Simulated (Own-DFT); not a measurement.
## Calculated data, GaP (zincblende, atoms displaced)

Computed with Own-DFT development build. A calculation, not a measurement: plane-wave PBE density functional theory by an unreviewed code, no spin, of a simulated periodic cell, stress positive in tension, free energy of the whole cell less one offset for each atom, forces on such cells passed a denser k mesh, this cell's mesh not checked; offsets are fitted by least squares, one for each functional and potential file, so energies compare only between cells with the same atoms and settings and are not formation energies; the far tail of each file's local potential was reset to the Coulomb form; each entry is a single point on an unrelaxed cell, so the pressure reflects the starting lattice, mostly measured values (interpolated for alloys), from which strain is counted, and rises with the displacements; printed positions are rounded, which can move forces by about a meV/angstrom; the program, named Own-DFT, is a retired in-house code; no spin-orbit coupling.

Common to all runs: functional PBE; potential files PseudoDojo norm-conserving, scalar-relativistic, standard set; wave cutoff 42 hartree; occupations Fermi-Dirac; smearing width 0.1 eV; hardware one NVIDIA H200; k mesh 2 x 3 x 3 centred on Gamma.

(1) 
```xyz
96
Lattice="16.3515 0.0000 0.0000 0.0000 10.9010 0.0000 0.0000 0.0000 10.9010" Properties=species:S:1:pos:R:3:force_x:R:1:force_y:R:1:force_z:R:1 formula=GaP free_energy_of_cell_above_offsets=-53.526 pressure=2.73 stress_xx=-2.72 stress_yy=-2.73 stress_zz=-2.74 stress_yz=0.01 stress_xz=0.01 stress_xy=0.11 wall_time=903.3
Ga    16.3255    10.8835     0.0003      0.378      0.358     -0.019
Ga     0.0329     2.7283     2.7180     -0.728      0.114      0.052
Ga     2.7587    10.8994     2.7211     -0.358      0.142      0.051
Ga     2.7175     2.7060    10.8986      0.195      0.292     -0.062
P      1.3618     1.4038     1.3763       0.08     -0.771     -0.225
P      1.3758     4.0524     4.0797     -0.106      0.511      0.339
P      4.1008     1.3469     4.1061     -0.187      0.095     -0.069
P      4.1028     4.1182     1.3389     -0.244     -0.269      0.184
Ga    16.3417    10.8873     5.4100      0.399     -0.041      0.419
Ga    16.3478     2.7306     8.2015      0.074     -0.041     -0.691
Ga     2.7244    10.8876     8.1552      0.331      0.041       0.08
Ga     2.7291     2.7151     5.4613      0.238      0.075      0.155
P      1.3835     1.3495     6.8193      -0.47      0.097     -0.133
P      1.3321     4.0590     9.5313      0.448      0.456      0.097
P      4.1020     1.3536     9.5459     -0.198       0.08     -0.281
P      4.1471     4.0859     6.8329     -0.786      0.231     -0.404
Ga    16.3298     5.4373    10.8950      0.285      0.412     -0.301
Ga    16.3398     8.1796     2.7043      0.397     -0.266      0.069
Ga     2.7126     5.4490     2.7368      0.124      0.041     -0.183
Ga     2.7448     8.1973    10.8703     -0.028      -0.06      0.159
P      1.3886     6.8181     1.3205     -0.294     -0.025      0.212
P      1.3723     9.5296     4.0745     -0.003      0.032      -0.13
P      4.0785     6.8194     4.1108      0.068     -0.271     -0.335
P      4.0819     9.5421     1.3650       0.33     -0.063     -0.174
Ga    16.3381     5.4863     5.4373      0.152     -0.423     -0.034
Ga     0.0140     8.1784     8.1690     -0.297      0.079       0.29
Ga     2.7235     5.4550     8.1640     -0.104      -0.06      0.002
Ga     2.7391     8.1725     5.4349     -0.118      0.264      0.179
P      1.3439     6.8507     6.7939      0.317     -0.408      0.074
P      1.3809     9.5531     9.5350      -0.27     -0.072     -0.017
P      4.0934     6.8401     9.5186      0.041      -0.43       0.25
P      4.1217     9.5379     6.7884     -0.426      0.129      0.038
Ga     5.4643     0.0331     0.0056      0.035     -0.567     -0.186
Ga     5.4172     2.7137     2.7314      0.248      0.167     -0.105
Ga     8.1957     0.0089     2.7056     -0.288     -0.027      0.354
Ga     8.1717     2.7366    10.8959      0.207     -0.175      0.249
P      6.8075     1.3376     1.3679      0.169      0.554       0.11
P      6.7932     4.0829     4.1157      0.289     -0.224     -0.528
P      9.5448     1.3481     4.1152     -0.137     -0.028      -0.34
P      9.5467     4.0976     1.3999     -0.055      -0.14     -0.374
Ga     5.4699     0.0025     5.4439     -0.118      0.182      0.222
Ga     5.4437     2.7350     8.1566      0.227     -0.518      0.214
Ga     8.1750    10.8930     8.1730      0.212      0.444     -0.073
Ga     8.1937     2.7072     5.4493     -0.199      0.277     -0.063
P      6.8291     1.3689     6.7832     -0.106     -0.088      0.405
P      6.7995     4.0477     9.5375      0.185      0.413     -0.068
P      9.5682     1.3724     9.5409     -0.454     -0.016     -0.049
P      9.5047     4.0882     6.8121      0.591     -0.172      0.028
Ga     5.4924     5.4476     0.0048     -0.235      0.202     -0.243
Ga     5.4464     8.1458     2.7205     -0.025      0.453      0.245
Ga     8.1707     5.4486     2.7208     -0.133      0.018      0.309
Ga     8.2115     8.1817     0.0062     -0.647     -0.216     -0.515
P      6.8149     6.8343     1.3650      0.223     -0.169     -0.124
P      6.8028     9.5799     4.1151      0.081     -0.342     -0.772
P      9.5307     6.7970     4.1207     -0.072      0.504     -0.477
P      9.4614     9.5140     1.3528      1.159      0.427      0.284
Ga     5.4556     5.4421     5.4229      0.029      0.241      0.375
Ga     5.4174     8.1924     8.1710      0.577     -0.065     -0.088
Ga     8.1607     5.4294     8.1613      -0.06      0.271      0.231
Ga     8.1432     8.2151     5.4256       0.39     -0.203      0.429
P      6.8127     6.8204     6.8012     -0.142      0.051      0.081
P      6.8490     9.5553     9.5019     -0.514     -0.284       0.53
P      9.5506     6.8320     9.5342     -0.179     -0.447      0.011
P      9.5567     9.5440     6.8543     -0.212     -0.263      -0.41
Ga    10.8899     0.0068    10.8901      -0.04     -0.372      0.177
Ga    10.8816     2.6930     2.7435      0.312      0.231     -0.007
Ga    13.6220     0.0142     2.7098      0.169     -0.007      0.067
Ga    13.6048     2.7028    10.8685      0.285      0.265      0.179
P     12.2730     1.3602     1.3512     -0.219     -0.016      0.044
P     12.2759     4.0947     4.0880     -0.138     -0.209     -0.068
P     14.9901     1.3339     4.1124      0.008      0.535     -0.566
P     14.9854     4.1298     1.3168     -0.166     -0.805      0.539
Ga    10.8703    10.8952     5.4677       0.36     -0.147      0.001
Ga    10.9224     2.7031     8.1782     -0.199      0.401      -0.13
Ga    13.6353     0.0337     8.1616     -0.294     -0.313      0.001
Ga    13.6630     2.7501     5.4499     -0.428     -0.298     -0.126
P     12.2467     1.3775     6.7892      0.305     -0.055     -0.041
P     12.2850     4.0752     9.5263     -0.322      0.432      0.043
P     15.0033     1.3832     9.5146      -0.21     -0.396      0.347
P     14.9695     4.0857     6.7989      0.522      0.283      0.267
Ga    10.9109     5.4876     0.0301      0.084      -0.31     -0.216
Ga    10.9167     8.1835     2.7147     -0.418      0.115      0.336
Ga    13.6347     5.4400     2.7257     -0.083      0.063     -0.083
Ga    13.6237     8.1995    10.8986     -0.126     -0.105      0.053
P     12.2710     6.8380     1.3962      0.199     -0.118      -0.28
P     12.2765     9.5776     4.0721     -0.177     -0.377      0.299
P     14.9798     6.8147     4.0720      0.027      0.116     -0.008
P     15.0046     9.5369     1.3710      -0.35      0.116     -0.146
Ga    10.8881     5.4566     5.4333      0.106     -0.227      0.338
Ga    10.9182     8.1749     8.1937     -0.282     -0.297     -0.402
Ga    13.6313     5.4818     8.1536     -0.146     -0.485      0.094
Ga    13.6375     8.1644     5.4726     -0.204      0.191     -0.209
P     12.2591     6.8025     6.8261     -0.177      0.149     -0.298
P     12.2213     9.4951     9.5156      0.712      0.864      0.368
P     14.9385     6.8078     9.5305      0.653      0.266      0.062
P     15.0011     9.5463     6.8059     -0.056     -0.004      0.114
```

Units: free_energy_of_cell_above_offsets in eV; pressure, stress_xx, stress_yy, stress_zz, stress_yz, stress_xz, stress_xy in GPa; wall_time in s; force_x, force_y, force_z in eV/Å.

(2) 
```xyz
96
Lattice="16.3515 0.0000 0.0000 0.0000 10.9010 0.0000 0.0000 0.0000 10.9010" Properties=species:S:1:pos:R:3:force_x:R:1:force_y:R:1:force_z:R:1 formula=GaP free_energy_of_cell_above_offsets=-53.469 pressure=2.73 stress_xx=-2.72 stress_yy=-2.74 stress_zz=-2.73 stress_yz=0.09 stress_xz=-0.1 stress_xy=-0.06 wall_time=914
Ga    16.3444    10.8648    10.8604     -0.013      0.495      0.623
Ga     0.0017     2.7458     2.6898     -0.225      0.008      0.296
Ga     2.7194     0.0137     2.7039     -0.164      0.169      0.418
Ga     2.7328     2.7079     0.0320     -0.125      0.389     -0.453
P      1.3761     1.4053     1.3781     -0.402     -0.691     -0.321
P      1.3276     4.0822     4.0986      0.303      0.303      -0.22
P      4.0756     1.3652     4.1146     -0.117      0.116     -0.362
P      4.0628     4.0988     1.3644      0.185      0.025      0.037
Ga     0.0271     0.0185     5.4389     -0.583     -0.239      0.023
Ga     0.0074     2.7276     8.2157     -0.037      0.192     -0.454
Ga     2.7573    10.9009     8.1603     -0.607      0.024      0.092
Ga     2.7021     2.7386     5.4459     -0.006     -0.027      0.255
P      1.3201     1.3666     6.8055      0.646      0.073      0.302
P      1.3456     4.1098     9.5369      0.289     -0.224       0.39
P      4.0923     1.3463     9.5543     -0.251      0.323     -0.267
P      4.0756     4.1029     6.8218     -0.039     -0.131      0.071
Ga    16.3086     5.4685    10.8884      0.529     -0.365      0.409
Ga     0.0094     8.1758     2.7216     -0.161     -0.201     -0.076
Ga     2.7148     5.4689     2.7325      0.032     -0.306      0.283
Ga     2.7466     8.1820     0.0029     -0.181     -0.152     -0.147
P      1.3927     6.7945     1.3621     -0.428      0.272     -0.185
P      1.3459     9.5377     4.0690      0.337      0.024      0.176
P      4.1264     6.8110     4.0795     -0.659       0.29     -0.032
P      4.0435     9.5813     1.3518      0.414     -0.388      0.073
Ga     0.0067     5.4914     5.4397      0.079     -0.444      0.375
Ga     0.0321     8.1873     8.1894     -0.644     -0.175     -0.066
Ga     2.7132     5.4778     8.2192      0.098     -0.247     -0.309
Ga     2.7183     8.1695     5.4679     -0.061     -0.089     -0.358
P      1.3630     6.8179     6.8364      0.035     -0.009     -0.163
P      1.3326     9.5247     9.5580      0.793      0.071     -0.222
P      4.1086     6.8257     9.5126      -0.05      0.109      0.363
P      4.0657     9.5163     6.8130      0.445      0.153     -0.005
Ga     5.4060     0.0058    10.8845      0.784     -0.128      0.294
Ga     5.4242     2.7399     2.7273      0.258     -0.171     -0.053
Ga     8.1711     0.0034     2.7439       0.13      0.002     -0.064
Ga     8.1528     2.7495    10.8876      0.393     -0.325      0.074
P      6.8502     1.3620     1.3729     -0.657      0.019     -0.202
P      6.8218     4.0975     4.0719     -0.269     -0.197      0.295
P      9.5163     1.3739     4.1105      0.222      -0.36     -0.164
P      9.5450     4.0595     1.3723     -0.184      0.169      0.057
Ga     5.4219     0.0015     5.4306      0.434     -0.055      0.335
Ga     5.4526     2.6920     8.1806       0.04      0.354     -0.104
Ga     8.1663    10.9002     8.1579      0.302     -0.248      0.058
Ga     8.1944     2.7273     5.4415     -0.179      0.371      0.132
P      6.8532     1.3886     6.8155     -0.583     -0.427     -0.288
P      6.8409     4.0791     9.5272      -0.56       0.27      0.035
P      9.5474     1.3663     9.5154       -0.3     -0.281      0.408
P      9.5461     4.0650     6.8221     -0.054      0.463     -0.077
Ga     5.4357     5.4501     0.0004        0.3     -0.041     -0.051
Ga     5.4279     8.1942     2.7125      0.144     -0.019     -0.303
Ga     8.1764     5.4391     2.7454      0.175      0.047     -0.265
Ga     8.1786     8.1948     0.0262      0.236     -0.263     -0.155
P      6.8366     6.8128     1.3694     -0.338     -0.013      -0.03
P      6.8038     9.5308     4.0539      -0.07      0.048      0.461
P      9.5168     6.8068     4.1078      0.154      0.023     -0.109
P      9.5410     9.5471     1.3817     -0.129      0.103     -0.012
Ga     5.4206     5.4609     5.4253       0.28     -0.468      0.191
Ga     5.4810     8.1794     8.1689     -0.119     -0.035     -0.103
Ga     8.1710     5.4883     8.1939      0.309     -0.408     -0.193
Ga     8.1491     8.1534     5.4620     -0.151      0.001     -0.065
P      6.7814     6.7625     6.8182      0.156      0.433     -0.152
P      6.8249     9.5081     9.5490      -0.17      0.488     -0.063
P      9.5640     6.8439     9.5099     -0.404     -0.325      0.749
P      9.5615     9.5023     6.7717     -0.502      0.121      0.537
Ga    10.8940     0.0107     0.0309     -0.104      -0.18     -0.473
Ga    10.8919     2.6912     2.7395      0.067      0.297      0.115
Ga    13.6675    10.9009     2.7382     -0.642      0.512      0.076
Ga    13.6202     2.7423     0.0273     -0.079      -0.31     -0.522
P     12.2159     1.3703     1.3472      0.739     -0.112      0.433
P     12.2544     4.0876     4.1109      0.072     -0.282     -0.175
P     14.9761     1.4083     4.0961      0.435     -0.383     -0.289
P     14.9746     4.0850     1.3511     -0.052      0.357       0.28
Ga    10.8690    10.8806     5.4609      0.371      0.225     -0.258
Ga    10.8890     2.6916     8.1770      0.147      0.061     -0.358
Ga    13.6194     0.0095     8.1548     -0.028      0.068      0.321
Ga    13.6380     2.7031     5.4648     -0.184      0.442      0.036
P     12.2659     1.3539     6.7879     -0.233      -0.08       0.17
P     12.2691     4.0494     9.4689     -0.134      0.242      0.858
P     15.0266     1.3600     9.5226     -0.645      0.022      0.344
P     15.0113     4.0840     6.7941     -0.057      0.111       0.28
Ga    10.8917     5.4282     0.0266      0.179      -0.06     -0.547
Ga    10.8688     8.1754     2.7322       0.23      0.026      0.183
Ga    13.6044     5.4583     2.7628     -0.021     -0.111     -0.361
Ga    13.6573     8.1688     0.0375     -0.212      0.011     -0.197
P     12.2352     6.8291     1.3574      0.232     -0.191      0.248
P     12.2788     9.5522     4.0909     -0.365     -0.016     -0.267
P     14.9988     6.7822     4.1076      -0.18      0.599     -0.351
P     14.9654     9.5676     1.3962      0.578     -0.373     -0.339
Ga    10.9255     5.4680     5.4401       -0.4     -0.285      0.277
Ga    10.8892     8.1666     8.1859      0.517      0.413     -0.075
Ga    13.6261     5.4401     8.1888      0.144     -0.133      -0.33
Ga    13.6028     8.1805     5.4181      0.157     -0.214      0.605
P     12.2379     6.7843     6.8438      0.439       0.43     -0.249
P     12.2923     9.5477     9.5727     -0.232     -0.087     -0.207
P     14.9892     6.7702     9.5659     -0.159      0.785     -0.456
P     14.9686     9.5499     6.8402      0.344     -0.278     -0.493
```

Units: free_energy_of_cell_above_offsets in eV; pressure, stress_xx, stress_yy, stress_zz, stress_yz, stress_xz, stress_xy in GPa; wall_time in s; force_x, force_y, force_z in eV/Å.

(3) 
```xyz
96
Lattice="16.3515 0.0000 0.0000 0.0000 10.9010 0.0000 0.0000 0.0000 10.9010" Properties=species:S:1:pos:R:3 formula=GaP
Ga     0.0229     0.0040     0.0144
Ga     0.0267     2.7001     2.7199
Ga     2.7531    10.8871     2.7001
Ga     2.7194     2.6912     0.0075
P      1.3568     1.3481     1.3537
P      1.3560     4.0663     4.1089
P      4.0938     1.3650     4.0978
P      4.1015     4.1056     1.3556
Ga     0.0043    10.8979     5.4624
Ga    16.3489     2.7247     8.1480
Ga     2.7203    10.8881     8.1727
Ga     2.7429     2.7342     5.4495
P      1.3859     1.3441     6.8262
P      1.3667     4.0753     9.5149
P      4.0946     1.3570     9.5342
P      4.0553     4.0734     6.8368
Ga     0.0219     5.4583    10.8974
Ga     0.0051     8.1425     2.7002
Ga     2.7500     5.4303     2.7507
Ga     2.7383     8.1925     0.0108
P      1.3766     6.8242     1.3687
P      1.3673     9.5424     4.0653
P      4.0918     6.8500     4.1188
P      4.0777     9.5656     1.3801
Ga     0.0138     5.4748     5.4361
Ga     0.0161     8.1955     8.1777
Ga     2.7325     5.3913     8.1672
Ga     2.7089     8.1703     5.4449
P      1.3743     6.8086     6.8052
P      1.3573     9.5206     9.5313
P      4.1287     6.8155     9.5448
P      4.1013     9.5043     6.7582
Ga     5.4485     0.0083     0.0082
Ga     5.5043     2.6921     2.6984
Ga     8.1676     0.0018     2.6945
Ga     8.2225     2.7115     0.0117
P      6.8344     1.3603     1.3397
P      6.7858     4.0745     4.0882
P      9.5424     1.3547     4.0625
P      9.5246     4.0968     1.3759
Ga     5.4680     0.0052     5.4307
Ga     5.4543     2.7095     8.1580
Ga     8.1967    10.8891     8.1957
Ga     8.1657     2.7300     5.4667
P      6.8530     1.3648     6.7886
P      6.8163     4.0748     9.5638
P      9.5723     1.3511     9.5308
P      9.5216     4.0737     6.8004
Ga     5.4768     5.4548    10.8834
Ga     5.4410     8.1604     2.6943
Ga     8.1827     5.4046     2.7137
Ga     8.1731     8.1796     0.0019
P      6.7963     6.7891     1.3644
P      6.8211     9.5587     4.0883
P      9.5343     6.7907     4.0705
P      9.5396     9.5181     1.3599
Ga     5.4306     5.4430     5.4975
Ga     5.4495     8.1674     8.2020
Ga     8.1732     5.4726     8.1415
Ga     8.1745     8.1710     5.4449
P      6.8255     6.8361     6.7822
P      6.7904     9.5565     9.5159
P      9.5760     6.8019     9.5387
P      9.5548     9.4916     6.8262
Ga    10.8823    10.8876     0.0433
Ga    10.9147     2.7043     2.7107
Ga    13.6183    10.8422     2.7340
Ga    13.6375     2.7284    10.8586
P     12.2686     1.3702     1.3343
P     12.2563     4.0624     4.0770
P     14.9965     1.3448     4.0800
P     14.9802     4.0437     1.3584
Ga    10.9257    10.8905     5.4579
Ga    10.9010     2.7409     8.1639
Ga    13.6095    10.8771     8.1878
Ga    13.6171     2.7404     5.4338
P     12.2558     1.3601     6.8051
P     12.2957     4.0536     9.5110
P     15.0062     1.3603     9.5295
P     14.9646     4.0797     6.8204
Ga    10.8641     5.4370     0.0400
Ga    10.9445     8.1772     2.7189
Ga    13.6186     5.4352     2.7249
Ga    13.6247     8.1465    10.8880
P     12.2242     6.8119     1.3579
P     12.2603     9.5377     4.0544
P     14.9553     6.7682     4.1004
P     14.9808     9.5287     1.3665
Ga    10.9112     5.4471     5.4559
Ga    10.8896     8.2115     8.1977
Ga    13.6267     5.4227     8.1925
Ga    13.6116     8.1998     5.4399
P     12.2956     6.8248     6.8519
P     12.2585     9.5812     9.5649
P     15.0056     6.8309     9.5429
P     14.9887     9.5820     6.7901
```

## Withheld values
1. Estimate the stress yy of GaP (zincblende, atoms displaced) (entry 3).

Answers
1. -2.69 GPa

Further results for GaP (zincblende, atoms displaced) (entry 3):

```
free energy of cell above offsets : -53.659 eV
pressure                          : 2.7 GPa
stress xx                         : -2.7 GPa
stress zz                         : -2.7 GPa
stress yz                         : -0.1 GPa
stress xz                         : 0.11 GPa
stress xy                         : -0.07 GPa
wall time                         : 915.7 s
```

Force:
| element | x (eV/Å) | y (eV/Å) | z (eV/Å) |
| --- | --- | --- | --- |
| Ga | -0.368 | -0.208 | -0.233 |
| Ga | -0.29 | 0.066 | 0.101 |
| Ga | -0.357 | 0.379 | 0.487 |
| Ga | 0.145 | 0.392 | -0.097 |
| P | 0.32 | -0.012 | 0.193 |
| P | 0.086 | 0.155 | -0.223 |
| P | 0.08 | 0.042 | -0.343 |
| P | 0.022 | -0.389 | -0.006 |
| Ga | 0.228 | 0.194 | -0.299 |
| Ga | 0.009 | -0.098 | 0.061 |
| Ga | 0.358 | -0.251 | -0.078 |
| Ga | -0.212 | -0.292 | 0.039 |
| P | -0.121 | 0.237 | -0.252 |
| P | -0.101 | -0.093 | 0.328 |
| P | -0.067 | -0.088 | -0.042 |
| P | 0.557 | -0.118 | -0.263 |
| Ga | -0.135 | -0.178 | 0.099 |
| Ga | -0.275 | 0.153 | 0.405 |
| Ga | -0.075 | 0.214 | 0.042 |
| Ga | 0.025 | -0.155 | -0.152 |
| P | 0.24 | -0.379 | -0.046 |
| P | -0.156 | -0.11 | 0.075 |
| P | 0.045 | -0.508 | -0.248 |
| P | 0.384 | -0.346 | -0.388 |
| Ga | -0.244 | -0.351 | 0.288 |
| Ga | -0.282 | -0.146 | -0.338 |
| Ga | -0.1 | 0.77 | 0.317 |
| Ga | -0.105 | 0.157 | -0.11 |
| P | -0.026 | -0.03 | 0.26 |
| P | 0.218 | 0.238 | 0.218 |
| P | -0.61 | -0.197 | -0.067 |
| P | -0.016 | 0.348 | 0.609 |
| Ga | -0.021 | -0.02 | -0.126 |
| Ga | -0.572 | 0.241 | 0.136 |
| Ga | 0.176 | -0.107 | 0.235 |
| Ga | -0.166 | 0.047 | -0.315 |
| P | 0.041 | -0.107 | -0.094 |
| P | 0.169 | 0.134 | 0.171 |
| P | -0.075 | -0.025 | 0.28 |
| P | 0.256 | -0.484 | -0.02 |
| Ga | -0.074 | 0.004 | 0.178 |
| Ga | 0.199 | 0.024 | 0.162 |
| Ga | 0 | 0.082 | -0.281 |
| Ga | 0.206 | -0.037 | -0.568 |
| P | -0.346 | -0.282 | 0.392 |
| P | 0.248 | -0.01 | -0.454 |
| P | -0.115 | 0.064 | 0.133 |
| P | 0.212 | 0.249 | 0.123 |
| Ga | -0.187 | -0.147 | 0.116 |
| Ga | 0.143 | 0.203 | 0.384 |
| Ga | -0.374 | 0.39 | 0.332 |
| Ga | -0.106 | -0.197 | -0.213 |
| P | 0.376 | 0.172 | -0.005 |
| P | -0.01 | -0.319 | -0.334 |
| P | 0.147 | 0.199 | 0.025 |
| P | -0.08 | -0.007 | 0.197 |
| Ga | 0.017 | 0.068 | -0.336 |
| Ga | 0.018 | 0.109 | -0.54 |
| Ga | -0.005 | -0.162 | 0.342 |
| Ga | 0.186 | 0.08 | -0.299 |
| P | -0.255 | -0.174 | 0.405 |
| P | 0.247 | -0.136 | 0.373 |
| P | -0.476 | 0.078 | -0.004 |
| P | -0.229 | 0.524 | -0.291 |
| Ga | 0.116 | 0.216 | -0.197 |
| Ga | -0.082 | 0.033 | 0.011 |
| Ga | 0.179 | 0.726 | -0.296 |
| Ga | 0.073 | -0.3 | 0.195 |
| P | 0.208 | -0.192 | 0.238 |
| P | -0.088 | 0.264 | 0.011 |
| P | -0.13 | 0.048 | 0.034 |
| P | 0.248 | 0.448 | -0.033 |
| Ga | -0.357 | 0.016 | -0.121 |
| Ga | -0.011 | -0.187 | -0.098 |
| Ga | 0.158 | 0.42 | -0.1 |
| Ga | 0.145 | -0.325 | 0.038 |
| P | 0.184 | 0.044 | 0.078 |
| P | -0.65 | 0.464 | 0.46 |
| P | 0.008 | -0.183 | -0.045 |
| P | 0.355 | 0.17 | -0.298 |
| Ga | 0.448 | -0.153 | -0.532 |
| Ga | -0.64 | -0.153 | 0.096 |
| Ga | -0.106 | -0.127 | -0.213 |
| Ga | -0.122 | 0.274 | 0.102 |
| P | 0.579 | -0.225 | -0.046 |
| P | -0.099 | -0.101 | 0.501 |
| P | 0.252 | 0.557 | -0.225 |
| P | 0.125 | -0.164 | -0.203 |
| Ga | 0.066 | 0.102 | 0.069 |
| Ga | 0.496 | -0.344 | 0.141 |
| Ga | 0.24 | 0.367 | -0.018 |
| Ga | 0.166 | -0.206 | 0.115 |
| P | -0.35 | 0.025 | -0.22 |
| P | -0.025 | -0.501 | 0.016 |
| P | -0.052 | -0.305 | -0.189 |
| P | -0.065 | -0.557 | 0.286 |
